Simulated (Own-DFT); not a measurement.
# Bulk modulus against bond length in tetrahedral crystals

Source: density functional calculations with Own-DFT, an unreviewed in-house program that is no longer used. Nothing was measured or relaxed, and spin and spin-orbit coupling are left out.

Keep in mind (not all hold for every row): forces on such cells moved up to 12 meV/angstrom on a denser k mesh; forces not confirmed at this smearing and k mesh; k mesh not checked against a denser one; forces on such cells passed a denser k mesh, each cell not checked; stress not checked against mesh or cutoff.

All runs are PBE with PseudoDojo norm-conserving files; cutoff and k mesh are each material's own. Every cell starts from measured lattice constants and was given uniform random strains and small random moves of its atoms. Each triple is the change of volume in per cent, the rms move u in Å and the pressure in GPa.

- 3C SiC (C32Si32), 10.36 Å³/atom unstrained: (-1.98, 0.049, 10.37); (-1.82, 0.053, 9.67); (-0.77, 0.048, 7.49); (0.99, 0.048, 3.79); (1.89, 0.055, 1.88); (2.08, 0.053, 1.60); (3.74, 0.045, -2.30)
- wurtzite AlN (Al36N36), 10.45 Å³/atom unstrained: (-2.01, 0.051, 10.53); (-0.93, 0.055, 7.28); (-0.85, 0.048, 7.20); (-0.69, 0.051, 7.34); (-0.49, 0.049, 6.65); (0.87, 0.052, 3.90); (2.21, 0.049, 1.28)
- wurtzite GaN (Ga36N36), 11.42 Å³/atom unstrained: withheld
- diamond silicon (Si64), 20.02 Å³/atom unstrained: (-3.43, 0.050, 6.28); (-2.67, 0.048, 5.34); (-2.50, 0.051, 5.65); (-0.49, 0.053, 3.10); (-0.13, 0.051, 2.69); (2.35, 0.050, 0.67); (3.15, 0.045, -0.07)
- zincblende InP (In32P32), 25.27 Å³/atom unstrained: (-3.40, 0.047, 6.49); (-1.06, 0.051, 4.72); (0.22, 0.052, 3.58); (0.74, 0.051, 3.08); (0.82, 0.054, 3.29); (1.57, 0.043, 2.33); (3.49, 0.050, 1.10)
- grey tin (Sn64), 34.15 Å³/atom unstrained: (-2.13, 0.048, 4.81); (-1.66, 0.053, 4.61); (-0.42, 0.050, 3.99); (-0.24, 0.052, 3.99); (0.17, 0.052, 3.67); (1.57, 0.053, 2.95); (1.67, 0.049, 2.88)

## What the rows give

Fit a line to each set against the fractional change of volume; B is minus its slope, and u is nearly the same within a set. To take it to zero pressure, assume that B rises by 4 GPa for each GPa: B0 = B - 4 x (mean pressure). The bond length of an ideal tetrahedral crystal with the unstrained volume v is d = (√3/4)(8 v)^(1/3). Cohen's empirical rule reads B0 = (1971 - 220 L) d^(-3.5) GPa, with L = 0 for group IV crystals and SiC and 1 for III-V compounds.

| material | L | d (Å) | B (GPa) | mean P (GPa) | B0 (GPa) | rule (GPa) |
|---|---|---|---|---|---|---|
| 3C SiC (C32Si32) | 0 | 1.888 | 216 ± 3 | 4.6 | 198 ± 3 | 213 |
| wurtzite AlN (Al36N36) | 1 | 1.893 | 211 ± 11 | 6.3 | 186 ± 11 | 188 |
| wurtzite GaN (Ga36N36) | 1 | 1.950 | ? | ? | ? | 169 |
| diamond silicon (Si64) | 0 | 2.352 | 97 ± 4 | 3.4 | 84 ± 4 | 99 |
| zincblende InP (In32P32) | 1 | 2.541 | 80 ± 3 | 3.5 | 66 ± 3 | 67 |
| grey tin (Sn64) | 0 | 2.810 | 51 ± 1 | 3.8 | 36 ± 1 | 53 |

A line through ln[B0/(1971 - 220 L)] against ln d has a slope of -4.1 ± 0.4 and a scatter of 13 %. Against the rule, B0 stands at 93 % for 3C SiC, 99 % for wurtzite AlN, 85 % for diamond silicon, 98 % for zincblende InP, 68 % for grey tin. PBE tends to make silicon and heavier crystals too soft, and the rule itself is only a guide.

## Withheld run

The question: what B0 does the fitted trend give for wurtzite GaN (Ga36N36)?

Estimate: 162 GPa. Its own runs give B = 210 ± 8 GPa at a mean pressure of 9.4 GPa, so B0 = 172 GPa.
